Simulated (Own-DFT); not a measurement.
## Calculated data, Si$_{47}$N$_{64}$ (beta silicon nitride with one vacancy, atoms displaced)

Computed with Own-DFT development build. A calculation, not a measurement: plane-wave PBE density functional theory by an unreviewed code, no spin, of a simulated periodic cell, stress positive in tension, free energy of the whole cell less one offset for each atom, defect cell not probed for a lower state with spin; forces on such cells moved up to 12 meV/angstrom on a denser k mesh; offsets are fitted by least squares, one for each functional and potential file, so energies compare only between cells with the same atoms and settings and are not formation energies; the far tail of each file's local potential was reset to the Coulomb form; each entry is a single point on an unrelaxed cell, so the pressure reflects the starting lattice, mostly measured values (interpolated for alloys), from which strain is counted, and rises with the displacements; printed positions are rounded, which can move forces by about a meV/angstrom; the program, named Own-DFT, is a retired in-house code; no spin-orbit coupling; before rounding, a Quantum ESPRESSO 7.3.1 run of the same cell and cutoff gave forces within 1 meV/angstrom rms on each cell, which checks the program and not the settings.

Settings shared by all entries: functional PBE; potential files PseudoDojo norm-conserving, scalar-relativistic, standard set; wave cutoff 42 hartree; occupations Fermi-Dirac; smearing width 0.1 eV; k mesh 2 x 2 x 4 centred on Gamma.

(1) 
```xyz
111
Lattice="15.2120 0.0000 0.0000 -7.6060 13.1740 0.0000 0.0000 0.0000 5.8180" Properties=species:S:1:pos:R:3:force_x:R:1:force_y:R:1:force_z:R:1 formula=Si47N64 free_energy_of_cell_above_offsets=-3.815 pressure=6.2 stress_xx=-3.89 stress_yy=-6.04 stress_zz=-8.66 stress_yz=0.58 stress_xz=-0.1 stress_xy=-0.57
Si    -1.6449     5.1079     0.7378      1.844     -0.908     -0.074
Si     0.2434     2.6454     0.7123     -2.067       1.51      1.104
Si     1.4031     5.4612     0.7344     -0.926     -1.614     -0.237
Si     5.4242     1.5269     2.2118     -1.049     -0.029      -2.58
Si     3.5622     3.9524     2.1289      2.225     -1.619      2.869
Si     2.4220     1.1601     2.2063      0.178       0.29     -1.271
N      2.3646     0.2258     0.6851     -0.077     -1.288       2.19
N      6.2688     1.9870     0.7094     -1.599     -1.092      0.582
N      2.7947     4.3886     0.7609     -1.506      0.873     -2.993
N      1.4610     6.4013     2.1434     -0.206      0.802      1.255
N     -2.4108     4.6367     2.1845      0.112      0.549      0.717
N      0.9728     2.1672     2.2259      1.583     -0.857      -1.85
N     -0.0267     4.4169     0.7416      0.594     -0.117     -0.178
N      3.8308     2.1926     2.2213     -0.994      0.526     -0.513
Si    -1.5836     5.0759     3.7257      1.038     -1.107     -3.602
Si     0.2244     2.6727     3.6301     -1.753      0.296      0.575
Si     1.3371     5.4683     3.6347      1.316     -1.213      -1.29
Si     5.3948     1.4757     5.1112       0.67      1.502     -0.783
Si     3.5662     3.8814     5.0708      0.326      0.547     -0.317
Si     2.4296     1.1273     5.1369     -0.456       1.66     -2.729
N      2.3928     0.1788     3.5920      0.241      3.265      2.111
N      6.1902     2.0084     3.5732      1.207     -0.123      3.334
N      2.7535     4.3917     3.5953     -0.171      0.449      0.789
N      1.4293     6.3498     5.0777     -0.049      1.754      0.553
N     -2.4321     4.6069     5.0500      -0.59      0.181      2.887
N      0.9914     2.2387     5.0749      2.274     -1.738      0.398
N      0.0210     4.3765     3.6283     -1.226      1.088      0.172
N      3.8195     2.1821     5.0892     -0.678     -0.535      0.197
Si    -5.4230    11.6078     0.6833     -0.531      0.697      2.932
Si    -3.5943     9.2298     0.7648     -1.936      1.539     -1.046
Si    -2.3798    12.0470     0.7347     -1.302      -1.65      0.336
Si     1.6549     8.1546     2.1460     -2.147      -1.19      2.384
Si    -0.2013    10.4757     2.1923      0.015     -0.171     -0.619
Si    -1.3836     7.7558     2.1537     -0.037      0.366      1.273
N     -1.4099     6.8297     0.7604     -0.329     -1.398     -1.696
N      2.4006     8.5998     0.7643      0.817      0.435      -2.96
N     -1.0010    10.9444     0.7241     -1.049      1.288      0.601
N     -2.4160    12.9751     2.1859       0.57     -0.125      0.101
N     -6.2175    11.1800     2.2092      1.008      0.437     -0.649
N     -2.7811     8.8010     2.1574      1.447     -1.155      1.606
N     -3.8297    10.9763     0.7157      1.726      0.002     -0.039
N     -0.0167     8.7678     2.1557      1.121      0.056      0.332
Si    -5.4305    11.7431     3.6621     -0.023     -4.408     -1.891
Si    -3.5315     9.2247     3.6516     -1.642      1.659      0.305
Si    -2.3871    12.0011     3.6339     -1.721      0.004     -0.262
Si     1.5460     8.1067     5.0957       0.74      0.244      0.023
Si    -0.2246    10.5174     5.1023      0.991     -0.666     -0.626
Si    -1.4167     7.6737     5.0540      0.453      2.652      1.983
N     -1.4258     6.7736     3.6506      0.034      0.316     -1.367
N      2.4218     8.5867     3.6522     -0.882     -0.435     -0.084
N     -1.0128    10.9872     3.6283      0.481      0.029       0.17
N     -2.4028    12.9439     5.0965      0.491       0.29     -0.371
N     -6.2040    11.1774     5.0823      0.166      0.396      -0.42
N     -2.7983     8.7598     5.1551      1.023     -1.029     -1.555
N     -3.8028    10.9686     3.6394      0.506       0.32      0.287
N     -0.0341     8.7917     5.0562     -0.079     -0.675      0.042
Si     5.9859     5.1005     0.7175      1.178     -1.766      -0.37
Si     7.8250     2.6729     0.7162      0.357     -0.155      2.374
Si     8.9942     5.4711     0.6711     -0.879     -2.753      4.744
Si    13.0231     1.5040     2.1779     -1.279       1.43      0.964
Si    11.2349     4.0028     2.0941      0.051     -3.335      4.435
Si    10.0557     1.1129     2.1420     -0.494      1.767      1.747
N      9.9634     0.2083     0.7405     -0.217     -1.659     -1.065
N     13.7892     2.0092     0.7495      1.523      0.028     -0.914
N     10.3948     4.3629     0.7544     -1.633      1.971      -2.84
N      8.9846     6.4470     2.1888      0.346     -3.116       0.29
N      5.2071     4.6369     2.1632     -1.428     -0.287      0.303
N      8.6675     2.1852     2.2258      -0.77      0.016     -1.079
N      7.6239     4.3488     0.7299     -0.228       2.65      -0.23
N     11.3884     2.1878     2.1771      1.294      1.441     -0.336
Si     6.0013     5.0558     3.6320     -0.347      -0.12      0.399
Si     7.8085     2.6543     3.6550       0.04      0.441     -0.993
Si     8.9921     5.4530     3.7090     -0.359     -1.972      -3.37
Si    12.9877     1.4867     5.1048       0.55     -0.229      0.197
Si    11.2052     3.9163     5.1032     -0.095     -2.079     -0.783
Si     9.9899     1.1157     5.0966      0.173      0.806     -0.668
N     10.0197     0.2335     3.6148      -0.64     -2.482       0.57
N     13.8207     1.9699     3.6661       0.65      0.149      -0.32
N     10.4215     4.4037     3.6575     -0.912      1.078      -0.74
N      9.0179     6.3559     5.1299       0.04      1.601     -1.664
N      5.1664     4.5937     5.0882     -0.445      0.083     -0.031
N      8.5521     2.1743     5.1208       2.14     -1.256     -1.215
N      7.5659     4.3837     3.6400      1.617      0.624      0.259
N     11.4242     2.1234     5.0833     -1.605      2.087      0.247
Si     2.1938    11.6173     0.7588      2.134      1.601     -2.301
Si     4.0233     9.2709     0.7411      0.001      1.028     -1.685
Si     5.1826    12.0164     0.7265      1.212     -0.713      1.604
Si     9.1642     8.1165     2.2388      0.468      2.336     -1.463
Si     6.2076     7.6977     2.1851      0.528      2.698      0.469
N      6.1812     6.7807     0.7310      0.273      0.395     -0.596
N      9.9980     8.5829     0.7372      0.364     -0.724     -0.038
N      6.5833    11.0131     0.7299      0.185      0.063     -1.342
N      5.1675    13.0118     2.2287      0.121     -0.837     -1.901
N      1.3860    11.1798     2.1106     -1.408     -0.794      3.357
N      4.8117     8.7851     2.1075      0.373      -1.31      3.075
N      3.8192    11.0117     0.6808     -1.519     -1.035      0.782
N      7.6158     8.7962     2.1687     -1.623     -1.272      0.283
Si     2.1752    11.5715     3.6742      2.748      2.634     -2.991
Si     3.9930     9.2638     3.6506      1.775       0.32      -0.87
Si     5.2218    12.0893     3.6225      0.065     -3.136       1.12
Si     9.1906     8.0427     5.1126      0.564      3.638     -0.634
Si     7.4493    10.5142     5.1059     -1.922      0.925     -0.125
Si     6.2634     7.7180     5.0682     -1.883      2.493       2.31
N      6.1523     6.7927     3.7203      0.134     -1.218      -2.98
N     10.0713     8.6088     3.5907     -0.761      -1.54      2.433
N      6.6038    10.9910     3.6376       -0.4      0.618       1.25
N      5.1648    12.9268     5.1369      0.329      2.355     -1.225
N      1.4066    11.2386     5.0678      -2.88     -1.429      2.257
N      4.8133     8.8064     5.0905      0.775     -1.373      0.046
N      3.8088    10.9676     3.6728     -0.238      0.814     -0.654
N      7.5734     8.8169     5.1097      1.783     -2.385     -0.202
```

Units: free_energy_of_cell_above_offsets in eV; pressure, stress_xx, stress_yy, stress_zz, stress_yz, stress_xz, stress_xy in GPa; force_x, force_y, force_z in eV/Å.

(2) 
```xyz
111
Lattice="15.2120 0.0000 0.0000 -7.6060 13.1740 0.0000 0.0000 0.0000 5.8180" Properties=species:S:1:pos:R:3:force_x:R:1:force_y:R:1:force_z:R:1 formula=Si47N64 free_energy_of_cell_above_offsets=-5.128 pressure=5.75 stress_xx=-3.45 stress_yy=-6.4 stress_zz=-7.39 stress_yz=0.31 stress_xz=-0.26 stress_xy=-0.08
Si    -1.6280     5.0385     0.7737      1.527      0.602     -1.998
Si     0.2355     2.6284     0.7002       0.26      1.125      0.568
Si     1.3708     5.4622     0.7261     -0.468     -1.307      0.305
Si     5.4191     1.4728     2.1334        1.3      1.225      1.729
Si     3.5645     3.8704     2.1641     -0.034      1.509       2.15
Si     2.4469     1.1349     2.1580     -0.132      1.022      0.461
N      2.4024     0.2582     0.6938     -0.217     -1.721      0.024
N      6.1818     1.9920     0.6796      1.222     -0.082      1.227
N      2.7524     4.3799     0.7618     -0.141      0.524      -0.82
N      1.4485     6.3856     2.2041     -0.091      0.118     -1.091
N     -2.4462     4.5894     2.1845     -0.749     -0.182     -0.012
N      1.0375     2.1938     2.1736      0.217     -0.738     -0.054
N      0.0051     4.3530     0.7308     -0.431      0.874      0.145
N      3.8414     2.2226     2.1684     -0.722     -2.203      0.084
Si    -1.6456     5.0818     3.6132      1.925     -0.942      0.849
Si     0.1756     2.6496     3.6131      0.682       1.12       0.03
Si     1.3730     5.4799     3.6442     -0.156     -2.238      0.495
Si     5.3898     1.4873     5.1153      1.657      1.036     -2.695
Si     3.6130     3.8753     5.1623     -0.914      0.697     -1.722
Si     2.4383     1.1852     5.0576     -0.894     -0.291      0.364
N      2.3621     0.2184     3.6405       0.38      -0.18     -0.593
N      6.2870     1.9925     3.6230     -2.011      -1.07     -0.049
N      2.7595     4.3978     3.6856      0.589     -0.135     -0.423
N      1.3665     6.4096     5.0987      0.441     -0.761       0.28
N     -2.4177     4.6440     5.0681     -1.542     -0.459      1.326
N      1.0131     2.1880     5.0582      0.263     -0.642      0.008
N      0.0019     4.3790     3.6604     -0.768      0.585     -0.451
N      3.8133     2.1708     5.1228      -0.07      0.321     -0.176
Si    -5.4022    11.6502     0.7016     -0.398      1.093       0.95
Si    -3.5473     9.2431     0.7244     -1.935      1.335      1.141
Si    -2.3804    12.0195     0.6867     -2.643     -0.716      1.006
Si     1.6472     8.0841     2.1667     -2.466      0.758     -0.544
Si    -0.2587    10.5142     2.1737      1.795     -0.784      0.548
Si    -1.3661     7.7771     2.2077       0.53     -1.243      0.042
N     -1.3562     6.7960     0.7577     -0.538     -0.677      0.297
N      2.4286     8.5344     0.6809      0.981      0.345      1.616
N     -1.0433    10.9985     0.7530      0.679     -0.228     -1.278
N     -2.4121    12.9143     2.1424       0.31       0.68      0.947
N     -6.1981    11.1856     2.1750     -1.374     -0.175       0.52
N     -2.7497     8.7648     2.1870     -1.516      0.458      0.596
N     -3.8667    10.9863     0.7103      2.928     -0.751      0.019
N     -0.0252     8.8158     2.2292      1.768     -0.429     -0.749
Si    -5.3703    11.6653     3.6476      0.088     -0.386     -0.754
Si    -3.6533     9.2444     3.6697      1.153       0.71     -1.103
Si    -2.3383    12.0322     3.6766     -2.099     -1.168     -2.583
Si     1.6486     8.0784     5.0909     -2.772      0.967     -1.145
Si    -0.1993    10.5352     5.1145     -0.043     -1.869     -0.547
Si    -1.3952     7.7348     5.1389      0.702     -0.287     -1.472
N     -1.3274     6.7455     3.6142     -0.753      1.993      0.877
N      2.3468     8.5533     3.6054      3.211      1.132      1.222
N     -1.0134    10.9596     3.6272      0.068       0.83      1.115
N     -2.4082    12.9327     5.0714      0.342      0.951      0.847
N     -6.1933    11.1771     5.0897     -1.469     -0.244     -0.651
N     -2.8068     8.7927     5.1085      1.025      -1.28     -0.816
N     -3.7905    10.9632     3.6438      0.618      0.592      0.064
N     -0.0200     8.7782     5.0675      0.823      0.636      0.649
Si     6.0356     5.1121     0.7536     -1.091     -2.032     -0.942
Si     7.8703     2.6487     0.6984     -2.488     -0.122      0.823
Si     9.0313     5.4407     0.6775     -2.462     -0.104      2.178
Si    13.0645     1.4947     2.1565     -2.639      0.385      1.704
Si    11.1868     3.8771     2.1711     -1.366      0.207      1.114
Si    10.0488     1.1450     2.2255     -2.382      0.665     -0.678
N      9.9688     0.2118     0.7409      0.622     -1.493      0.147
N     13.8538     1.9610     0.7622      0.582      0.013     -1.325
N     10.3374     4.4166     0.7535       1.98     -0.772     -0.741
N      9.0141     6.4049     2.1923       0.21     -0.549     -0.918
N      5.1606     4.5840     2.1789      0.019      1.006     -0.564
N      8.6269     2.2159     2.1580      1.182     -1.012     -0.258
N      7.5671     4.3531     0.7268      1.576      2.022     -0.141
N     11.3670     2.1824     2.1838      2.671     -0.015      -0.01
Si     5.9470     5.0621     3.6354      2.343     -1.654     -0.552
Si     8.9887     5.4432     3.6475     -0.452     -1.328     -0.955
Si    13.0388     1.4769     5.1295     -1.099      1.874     -0.886
Si    11.1527     3.9019     5.0898      0.808      0.402      0.206
Si    10.0412     1.1221     5.0661     -0.931      2.676      2.365
N      9.9784     0.2079     3.6942      0.242     -1.658     -2.151
N     13.7914     1.9893     3.6361      0.726     -0.241      0.275
N     10.3422     4.3675     3.6602      0.957      0.522     -0.846
N      8.9787     6.3881     5.0896      0.404      0.407     -0.121
N      5.1768     4.5739     5.0498      0.009      0.907      2.339
N      8.6130     2.1298     5.1348      1.695     -0.686     -0.508
N      7.6199     4.3788     3.6482     -1.391      1.205     -0.076
N     11.4368     2.2245     5.1361      0.102     -1.635     -0.192
Si     2.1911    11.6300     0.7214      1.453      1.253      0.508
Si     4.0347     9.2084     0.7518     -0.602      1.627      0.179
Si     5.1320    12.0325     0.7057      0.587     -0.348      1.141
Si     9.2502     8.1172     2.1503     -2.462     -0.358      0.838
Si     7.3486    10.4895     2.2236      0.835      0.458     -1.359
Si     6.2354     7.7026     2.2521     -0.109      1.685     -2.437
N      6.2071     6.8155     0.6954     -0.312     -0.796      2.366
N      9.9996     8.5537     0.7166      2.032      0.619     -0.348
N      6.5467    11.0139     0.7357      0.849     -0.413     -0.156
N      5.1692    12.9833     2.2153      0.155     -0.783     -0.961
N      1.3914    11.2091     2.1751     -1.695     -0.669     -0.143
N      4.8101     8.7749     2.2242      0.994     -1.332     -0.337
N      3.8006    10.9539     0.6887     -0.643     -0.227      0.278
N      7.5760     8.7711     2.1747      0.901      0.281      0.228
Si     2.1456    11.6575     3.6231      2.374     -0.069      0.519
Si     4.0507     9.2579     3.6781      -2.13      0.183     -0.821
Si     5.1788    11.9986     3.6450     -1.318      1.449     -0.168
Si     9.1866     8.1003     5.1108     -0.025      0.072     -0.976
Si     7.3970    10.4936     5.0663     -0.176      0.276       1.55
Si     6.2443     7.6925     5.1096     -0.307      2.311     -1.197
N      6.2541     6.7910     3.6356     -0.901     -1.026      1.294
N      9.9956     8.5493     3.6210      0.632      0.067      0.875
N      6.5321    11.0372     3.6665      2.305     -1.528     -0.358
N      5.2529    12.9805     5.0904     -0.477     -0.849     -0.039
N      1.3841    11.2175     5.1089      -1.01     -0.475     -0.694
N      4.8005     8.8023     5.1132      2.083     -2.048      0.009
N      3.8384    10.9483     3.6154     -2.088      0.975      0.196
N      7.6166     8.7636     5.0828     -0.912      0.628     -0.051
```

Units: free_energy_of_cell_above_offsets in eV; pressure, stress_xx, stress_yy, stress_zz, stress_yz, stress_xz, stress_xy in GPa; force_x, force_y, force_z in eV/Å.
